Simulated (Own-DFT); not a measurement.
Simulation results for Hf$_{36}$O$_{71}$ (tetragonal hafnia with one neutral oxygen vacancy, atoms displaced)

A calculation, not a measurement: plane-wave PBE and HSE06 DFT by an unreviewed code, no spin, of a simulated cell at Gamma alone, so results move with cell size and shape, stress positive in tension, energies less offsets, not probed for a lower state with spin; hafnium file: forces about 75 meV/angstrom off all-electron values; oxygen file: force components 24 meV/angstrom off all-electron in a glass; k mesh not checked against a denser one; forces and stress are PBE's, HSE06 gives the energy alone, and its difference from PBE has offsets of its own; offsets are fitted by least squares, one for each functional and potential file, so energies compare only between cells with the same atoms and settings and are not formation energies; the far tail of each file's local potential was reset to the Coulomb form; each entry is a single point on an unrelaxed cell, so the pressure reflects the starting lattice, taken from the Materials Project, from which strain is counted, and rises with the displacements; printed positions are rounded, which can move forces by about a meV/angstrom; the program is a retired in-house code; no spin-orbit coupling. Program: Own-DFT development build.

Common to all runs: first functional PBE; second functional HSE06; exact exchange share 0.25; screening 0.11 1/bohr; exchange divergence Gygi-Baldereschi; potential files PseudoDojo norm-conserving, scalar-relativistic, made for PBE, standard set; wave cutoff 48 hartree; occupations fixed; k mesh 1 x 1 x 1 centred on Gamma.

(1) Hf$_{36}$O$_{71}$ (tetragonal hafnia with one neutral oxygen vacancy, atoms displaced)

```
CELL_PARAMETERS angstrom
10.78000 0.00000 0.00000
0.00000 10.78000 0.00000
0.00000 0.00000 10.44930
ATOMIC_POSITIONS crystal
Hf 0.01088 0.00235 0.00238
Hf 0.16259 0.18199 0.23857
O 0.00053 0.16349 0.16038
O 0.17045 0.99148 0.34242
O 0.00412 0.16963 0.40488
O 0.16002 0.01362 0.09667
Hf 0.98654 0.00523 0.49451
Hf 0.17351 0.16343 0.74535
O 0.00470 0.15671 0.65334
O 0.15784 0.00186 0.86034
O 0.99284 0.17651 0.90183
O 0.16878 0.99814 0.60288
Hf 0.99460 0.33384 0.98887
Hf 0.15955 0.51263 0.25544
O 0.99763 0.49875 0.15626
O 0.16294 0.34141 0.36148
O 0.00855 0.49550 0.39796
O 0.16183 0.32788 0.10290
Hf 0.99338 0.33243 0.48791
Hf 0.16853 0.49881 0.74371
O 0.01394 0.50306 0.65089
O 0.16880 0.34524 0.84014
O 0.98314 0.51456 0.89580
O 0.16725 0.33092 0.60918
Hf 0.99181 0.65669 0.99096
Hf 0.15920 0.83912 0.24782
O 0.00453 0.82947 0.15143
O 0.17537 0.66324 0.34901
O 0.99850 0.84106 0.40750
O 0.17659 0.66919 0.10439
Hf 0.00885 0.68078 0.49084
Hf 0.16122 0.83097 0.74781
O 0.99366 0.84000 0.64737
O 0.17097 0.66865 0.85109
O 0.99539 0.83121 0.91087
O 0.15379 0.67231 0.59806
Hf 0.34038 0.00143 0.99426
Hf 0.49626 0.15974 0.25453
O 0.33164 0.16371 0.16215
O 0.48620 0.99456 0.36009
O 0.33454 0.17706 0.40771
O 0.49683 0.00122 0.09624
Hf 0.32872 0.00906 0.48692
Hf 0.50382 0.16531 0.73975
O 0.34260 0.15523 0.66229
O 0.49502 0.99461 0.84985
O 0.33450 0.17545 0.90397
O 0.50122 0.00083 0.58958
Hf 0.31850 0.32573 0.99339
Hf 0.50301 0.49608 0.24172
O 0.32508 0.50724 0.16168
O 0.50407 0.33221 0.34841
O 0.33817 0.50538 0.39395
O 0.50278 0.32416 0.09945
Hf 0.33470 0.33981 0.50659
Hf 0.49235 0.49775 0.74450
O 0.33429 0.48449 0.66213
O 0.50008 0.33728 0.84052
O 0.32431 0.50022 0.91095
O 0.50122 0.32166 0.60414
Hf 0.32278 0.66153 0.00273
Hf 0.50505 0.84315 0.24967
O 0.34149 0.82624 0.14813
O 0.51119 0.65937 0.34159
O 0.33051 0.84067 0.39224
O 0.49295 0.67434 0.10387
Hf 0.33079 0.64922 0.47742
Hf 0.51172 0.83414 0.74486
O 0.33345 0.83561 0.65558
O 0.49676 0.66778 0.84317
O 0.32438 0.82343 0.90088
O 0.49037 0.67776 0.60299
Hf 0.66357 0.00692 0.00660
Hf 0.83650 0.16989 0.25213
O 0.66834 0.15917 0.15308
O 0.82849 0.98584 0.35869
O 0.66886 0.15981 0.40282
O 0.82420 0.00345 0.09425
Hf 0.66487 0.99969 0.49433
Hf 0.82981 0.15109 0.75585
O 0.66063 0.17394 0.63370
O 0.67411 0.16788 0.90770
O 0.84274 0.00678 0.59411
Hf 0.66083 0.33514 0.00430
Hf 0.83105 0.50517 0.25361
O 0.66429 0.49305 0.13719
O 0.82046 0.33608 0.34612
O 0.67591 0.51920 0.40450
O 0.83853 0.33502 0.10070
Hf 0.65974 0.33529 0.49239
Hf 0.82961 0.50251 0.74940
O 0.67660 0.49641 0.64609
O 0.82871 0.32939 0.85132
O 0.66717 0.48915 0.89819
O 0.81946 0.32358 0.59550
Hf 0.66873 0.66338 0.99415
Hf 0.83429 0.83598 0.24416
O 0.65439 0.83433 0.14615
O 0.83361 0.66186 0.35650
O 0.66250 0.83217 0.39205
O 0.81548 0.66241 0.10215
Hf 0.66427 0.66424 0.50012
Hf 0.84657 0.83083 0.75435
O 0.66563 0.83232 0.65309
O 0.83680 0.67683 0.84280
O 0.66654 0.83315 0.89843
O 0.83836 0.67002 0.61337
```

* PBE energy of cell above offsets: -88.313 eV
* HSE06 less PBE above offsets: 0.465 eV
* PBE pressure: 4.56 GPa
* PBE stress xx: -3.6 GPa
* PBE stress yy: -5.87 GPa
* PBE stress zz: -4.21 GPa
* PBE stress yz: -1.92 GPa
* PBE stress xz: 0.18 GPa
* PBE stress xy: 0.3 GPa

Force:
```csv
element,x (eV/Å),y (eV/Å),z (eV/Å)
Hf,-2.439,-0.185,-1.609
Hf,1.135,-0.867,2.7
O,-1.601,-0.121,-1.058
O,-0.375,3.233,0.321
O,-0.791,-0.361,-1.691
O,2.651,-0.509,1.106
Hf,3.716,0.273,1.636
Hf,-1.439,-0.558,-0.615
O,-0.634,0.621,0.633
O,0.292,0.317,-1.047
O,0.27,-2.032,0.13
O,-0.468,0.746,-0.734
Hf,-1.355,1.33,0.589
Hf,0.275,-2.72,-2.026
O,-0.019,1.041,-1.011
O,0.671,-0.686,-1.255
O,-1.191,1.637,0.109
O,-0.377,-0.216,-0.829
Hf,0.373,1.159,3.459
Hf,-0.564,1.853,0.72
O,-3.035,-1.02,-0.333
O,-0.643,-2.568,2.421
O,0.59,-4.383,-0.76
O,0.519,-0.639,-1.723
Hf,1.143,3.571,2.819
Hf,4.359,-0.76,-0.26
O,-2.28,0.361,-0.035
O,-1.192,2.495,1.184
O,0.499,-0.914,-2.256
O,-4.394,-0.392,0.632
Hf,-2.815,-2.455,2.12
Hf,3.315,0.791,-0.414
O,1.579,-0.151,-0.092
O,-1.604,-1.16,-0.426
O,-0.325,0.451,-0.804
O,2.964,-0.146,-0.104
Hf,-1.074,-2.899,-0.585
Hf,0.71,0.818,-0.293
O,0.254,0.134,-0.99
O,1.412,2.313,-1.73
O,0.006,0.42,-0.39
O,-0.005,0.837,1.352
Hf,-0.468,-3.19,2.474
Hf,1.529,-0.344,1.254
O,-2.032,0.565,-1.304
O,-0.228,1.751,0.225
O,-0.485,-2.478,-0.777
O,0.081,0.166,0.683
Hf,1.798,3.442,1.512
Hf,-1.015,1.497,-1.161
O,1.275,-1.295,-0.158
O,0.363,0.441,0.224
O,0.254,-5.565,-0.567
O,-2.06,0.081,-0.011
Hf,-1.163,-1.059,-0.182
Hf,3.294,1.747,2.144
O,-0.785,0.558,-2.909
O,-0.161,-1.029,0.716
O,0.67,-1.575,-0.743
O,-0.977,1.56,-1.545
Hf,3.047,1.931,-0.28
Hf,-2.389,-3.16,-0.106
O,-2,1.921,0.43
O,-1.153,0.523,0.913
O,-0.065,-2.28,0.81
O,1.719,-1.833,-1.385
Hf,1.277,9.011,4.236
Hf,-3.233,-0.924,0.583
O,-0.901,0.393,0.479
O,0.778,-1.424,0.059
O,-0.151,2.542,0.771
O,0.622,-2.057,-2.032
Hf,-0.286,-1.664,-1.633
Hf,-1.738,-0.465,-0.667
O,-0.321,0.381,1.023
O,0.815,2.079,-1.638
O,-0.104,0.926,-1.486
O,2.754,-0.777,0.812
Hf,-0.165,-1.09,1.603
Hf,0.482,1.76,-1.114
O,1.042,-1.561,2.094
O,-0.135,-0.734,-1.223
O,-4.064,0.295,1.851
Hf,1.313,-0.205,-0.808
Hf,-0.426,-0.152,-0.932
O,0.212,0.002,1.702
O,0.643,-0.243,0.142
O,-0.411,-5.032,-1.936
O,-0.289,-0.744,0
Hf,1.257,-0.41,1.353
Hf,0.97,-0.724,-0.772
O,-2.855,0.486,-0.229
O,1.047,0.467,-0.801
O,0.533,2.312,-0.502
O,2.547,0.692,-0.844
Hf,-3.873,0.812,-0.624
Hf,-1.856,-1.01,-0.065
O,3.165,0.552,-0.108
O,1.217,2.044,-0.948
O,0.218,0.053,0.651
O,2.999,0.297,0.463
Hf,-0.179,3.308,2.187
Hf,-2.598,1.963,-0.818
O,2.602,0.573,-1.25
O,-0.614,-2.875,2.484
O,0.489,0.401,0.759
O,0.056,-0.285,-1.94
```

(2) Hf$_{36}$O$_{71}$ (tetragonal hafnia with one neutral oxygen vacancy, atoms displaced)

```
CELL_PARAMETERS angstrom
10.78000 0.00000 0.00000
0.00000 10.78000 0.00000
0.00000 0.00000 10.44930
ATOMIC_POSITIONS crystal
Hf 0.98719 0.99756 0.00280
Hf 0.16022 0.17491 0.24657
O 0.00197 0.17237 0.14610
O 0.17162 0.99597 0.34781
O 0.00654 0.16849 0.40459
O 0.17118 0.99696 0.09633
Hf 0.99542 0.99802 0.50802
Hf 0.16491 0.15841 0.75228
O 0.00508 0.16333 0.65299
O 0.16468 0.00032 0.85315
O 0.99834 0.16893 0.89706
O 0.16622 0.99988 0.60482
Hf 0.01160 0.33013 0.99468
Hf 0.16040 0.50180 0.24396
O 0.00059 0.50007 0.15613
O 0.16942 0.33326 0.35279
O 0.00463 0.50454 0.39833
O 0.17244 0.33385 0.09588
Hf 0.00349 0.33696 0.49828
Hf 0.16746 0.50133 0.75204
O 0.00265 0.50110 0.65392
O 0.17202 0.33617 0.84843
O 0.00154 0.50593 0.90337
O 0.16391 0.33692 0.59669
Hf 0.99331 0.66940 0.99283
Hf 0.16928 0.82716 0.25020
O 0.16380 0.67005 0.34231
O 0.99816 0.83096 0.39930
O 0.17441 0.67197 0.09236
Hf 0.00083 0.65971 0.50469
Hf 0.16677 0.82378 0.75106
O 0.00212 0.83344 0.64982
O 0.17135 0.66926 0.84484
O 0.00126 0.83145 0.89890
O 0.17456 0.66716 0.60995
Hf 0.32414 0.00575 0.00352
Hf 0.49826 0.17141 0.25342
O 0.33980 0.16830 0.15176
O 0.49979 0.99749 0.34754
O 0.33863 0.16987 0.40186
O 0.50265 0.00331 0.09560
Hf 0.33163 0.00294 0.50241
Hf 0.50257 0.16656 0.74739
O 0.33247 0.17678 0.64794
O 0.49830 0.99777 0.85041
O 0.32860 0.16496 0.88949
O 0.50510 0.00100 0.59558
Hf 0.33449 0.33941 0.00177
Hf 0.49488 0.49768 0.25573
O 0.33394 0.49836 0.15610
O 0.50574 0.33355 0.34352
O 0.33613 0.49899 0.40357
O 0.50121 0.33939 0.09871
Hf 0.33353 0.33689 0.50357
Hf 0.50872 0.49878 0.75313
O 0.33152 0.49333 0.65751
O 0.50207 0.33696 0.84697
O 0.33181 0.50038 0.89937
O 0.50087 0.33549 0.60187
Hf 0.33704 0.66332 0.98981
Hf 0.49774 0.82596 0.24789
O 0.33304 0.83226 0.14626
O 0.49799 0.66728 0.35297
O 0.33430 0.82720 0.40423
O 0.49906 0.66688 0.09975
Hf 0.33283 0.67462 0.49422
Hf 0.50425 0.83700 0.74934
O 0.33032 0.82406 0.65497
O 0.49809 0.67359 0.85118
O 0.32962 0.84166 0.90304
O 0.50066 0.67269 0.59772
Hf 0.67019 0.00519 0.99848
Hf 0.83662 0.16828 0.24845
O 0.66739 0.16282 0.14928
O 0.83725 0.00571 0.34257
O 0.67347 0.16535 0.40695
O 0.82751 0.00499 0.09259
Hf 0.66300 0.00676 0.49806
Hf 0.82138 0.16225 0.75401
O 0.66416 0.16719 0.64321
O 0.83660 0.99910 0.84886
O 0.66874 0.16590 0.90244
O 0.83090 0.99468 0.59741
Hf 0.66490 0.33381 0.99961
Hf 0.82407 0.49939 0.26313
O 0.66743 0.49342 0.15307
O 0.83274 0.32874 0.35254
O 0.67018 0.50894 0.40118
O 0.83420 0.33750 0.10028
Hf 0.67273 0.33471 0.50130
Hf 0.83242 0.50497 0.75489
O 0.66337 0.49394 0.65313
O 0.83881 0.33997 0.85486
O 0.67052 0.49915 0.90071
O 0.83523 0.33233 0.59551
Hf 0.66275 0.67654 0.00004
Hf 0.83179 0.83106 0.24360
O 0.67105 0.83404 0.14622
O 0.82709 0.67537 0.35574
O 0.66642 0.82728 0.40403
O 0.83524 0.66386 0.09854
Hf 0.66276 0.66506 0.49252
Hf 0.83141 0.82810 0.74887
O 0.66663 0.83608 0.64500
O 0.83477 0.65879 0.85353
O 0.66888 0.83268 0.90270
O 0.83369 0.66761 0.59581
```

* PBE energy of cell above offsets: -97.534 eV
* HSE06 less PBE above offsets: 0.029 eV
* PBE pressure: 1.49 GPa
* PBE stress xx: -0.84 GPa
* PBE stress yy: -2.23 GPa
* PBE stress zz: -1.42 GPa
* PBE stress yz: 1.07 GPa
* PBE stress xz: 0.35 GPa
* PBE stress xy: -0.01 GPa

Force:
```csv
element,x (eV/Å),y (eV/Å),z (eV/Å)
Hf,3.086,0.08,-1.132
Hf,1.614,-1.752,1.365
O,-0.281,-0.338,-0.032
O,0.244,0.769,-0.149
O,-0.099,-0.228,-0.555
O,-2.98,0.295,1.013
Hf,1.18,-0.035,-1.188
Hf,0.637,0.418,0.039
O,-2.102,-0.099,-0.053
O,-0.41,-0.475,-0.377
O,-0.066,-0.418,0.673
O,0.614,0.075,-0.692
Hf,-2.231,0.884,-0.206
Hf,0.628,0.269,0.708
O,-0.523,-0.09,-0.251
O,-0.374,0.575,-1.111
O,-0.477,-0.685,0.39
O,-0.434,-0.161,0.879
Hf,0.403,-0.878,0.664
Hf,0.654,-0.487,-0.631
O,-0.913,0.364,-0.351
O,-0.765,-0.454,0.431
O,0.455,-1.047,-0.219
O,0.109,0.15,-0.113
Hf,1.368,-0.457,1.814
Hf,-0.61,1.997,-1.19
O,0.377,-1.567,1.068
O,0.123,0.047,0.322
O,-1.6,-0.35,0.076
Hf,0.411,1.848,-0.031
Hf,0.742,2.369,-0.037
O,-0.921,-0.186,0.366
O,-0.105,-1.319,1.253
O,-0.774,0.455,0.442
O,-1.5,-0.312,-1.894
Hf,2.112,-0.549,-1.19
Hf,0.15,-2.099,-0.864
O,-1.347,0.375,-0.131
O,0.131,0.091,-0.079
O,0.17,-0.324,0.189
O,0.007,-0.293,-0.126
Hf,-0.538,0.387,-0.748
Hf,-2.202,0.085,0.293
O,0.513,-1.024,0.149
O,0.95,0.934,-1.132
O,0.673,0.869,1.468
O,-1.669,0.161,0.774
Hf,0.66,-1.255,-1.057
Hf,0.306,0.412,-1.051
O,-0.274,-0.083,-0.65
O,0.394,0.477,1.166
O,0.231,0.627,-0.122
O,-0.255,-0.281,-0.277
Hf,-0.533,-0.24,0.827
Hf,-1.981,0.528,-0.717
O,1.043,-0.011,-0.001
O,0.237,-1.175,0.525
O,0.326,-0.16,0.518
O,0.741,-0.151,-0.768
Hf,-0.556,2.332,0.866
Hf,0.001,1.7,-0.482
O,0.785,0.05,1.374
O,0.11,-0.617,-0.615
O,0.048,2.395,-1.075
O,0.447,-0.041,0.085
Hf,0.537,-2.28,2.464
Hf,-1.185,-0.239,-0.466
O,1.287,1.051,-0.39
O,0.471,-0.848,-0.072
O,0.116,-1.289,-0.126
O,-0.159,-0.578,-0.02
Hf,-3.127,-0.728,0.778
Hf,-0.817,0.355,-0.257
O,0.127,0.593,0.565
O,-0.048,-1.097,-0.12
O,-0.424,1.214,-0.94
O,1.128,-0.237,1.134
Hf,0.529,-2.317,-0.763
Hf,2.554,1.557,-0.505
O,0.54,0.03,1.045
O,-0.289,-0.445,-0.218
O,0.245,0.628,-1.412
O,-0.283,0.529,0.591
Hf,1.327,0.936,1.163
Hf,0.828,0.265,-2.225
O,-0.417,0.532,0.716
O,-0.14,1.084,-0.019
O,0.098,-2.729,-0.488
O,0.24,-0.53,-0.26
Hf,-0.716,-0.143,0.254
Hf,0.28,-2.052,-0.722
O,1.498,0.33,-0.454
O,-0.567,-1.138,-1.222
O,-0.72,0.951,0.132
O,-0.014,0.036,0.458
Hf,0.234,-1.746,0.854
Hf,1.122,0.148,1.497
O,-0.909,-0.451,0.236
O,0.596,-1.444,-1.197
O,-0.344,1.882,-0.858
O,-0.531,0.788,0.283
Hf,0.127,2.273,1.908
Hf,0.138,0.287,-1.079
O,0.525,-0.192,1.571
O,-0.212,2.333,-0.255
O,0.512,0.637,-1.03
O,-0.314,-0.333,1.007
```
